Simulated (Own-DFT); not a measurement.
# Which defects push the lattice out? C40 NbSi2

The numbers are computed, not measured, by runs of the plane-wave DFT program Own-DFT (in-house, retired, unreviewed) at fixed positions, with no spin and no spin-orbit coupling.

All runs used: PBE; PseudoDojo norm-conserving scalar-relativistic files; cutoff 42 hartree; 4 x 4 x 5 k mesh centred on Gamma; cold (Marzari-Vanderbilt) smearing of 0.2 eV.

Limits: forces on such cells failed a check on a denser k mesh; stress not checked against mesh or cutoff.

All runs share one cell, with vectors in Å (0.000, 8.324, 0.000); (-9.613, 0.000, 0.000); (0.000, 0.000, 6.586) and a volume of 527.0 Å³. Atoms were moved at random from their sites; u is the rms move along one axis. The defect's site can differ from row to row.

```
                    cell   formula   u (Å)  P (GPa)
               no defect  Nb12Si24  0.0190     1.47
               no defect  Nb12Si24  0.0197     1.52
               no defect  Nb12Si24  0.0542     2.53
two Si on a Nb site each  Nb10Si26  0.0298     1.53
two Si on a Nb site each  Nb10Si26  0.0317     1.62
two Si on a Nb site each  Nb10Si26  0.0470     2.36
          one Si vacancy  Nb12Si23  0.0264     0.93
          one Si vacancy  Nb12Si23  0.0288     0.88
          one Si vacancy  Nb12Si23  0.0441     1.77
        two Nb vacancies  Nb10Si24  0.0300    -0.05
        two Nb vacancies  Nb10Si24  0.0313        ?
        two Nb vacancies  Nb10Si24  0.0500     0.55
        two Nb vacancies  Nb10Si24  0.0515     0.77
two Nb on a Si site each  Nb14Si22  0.0268     7.47
two Nb on a Si site each  Nb14Si22  0.0292     7.32
two Nb on a Si site each  Nb14Si22  0.0546     8.26
```

## What the rows give

P = P0 + c u² + a shift for each defect gives P0 = 1.29 GPa, c = 452 ± 40 GPa/Å² and a scatter of 0.14 GPa. The shifts, and each times the cell's volume:

- two Nb on a Si site each: 5.71 ± 0.11 GPa, 18.8 eV (9.4 eV for each of its 2 sites)
- two Si on a Nb site each: -0.06 ± 0.11 GPa, -0.2 eV (-0.1 eV for each of its 2 sites) (not resolved)
- one Si vacancy: -0.61 ± 0.11 GPa, -2.0 eV
- two Nb vacancies: -1.78 ± 0.12 GPa, -5.8 eV (-2.9 eV for each of its 2 sites)

Positive is outwards. The product with the volume (160.2 GPa Å³ to the eV) is nearly free of the cell's size; divided by the bulk modulus at the cell's pressure it gives the volume that the defect adds. The atoms around the defects weren't relaxed, which would change these numbers.

## Check

The question: what pressure belongs in the blank (two Nb vacancies, u = 0.0313 Å)?

The fitted form gives -0.05 ± 0.16 GPa. DFT gave 0.05 GPa.
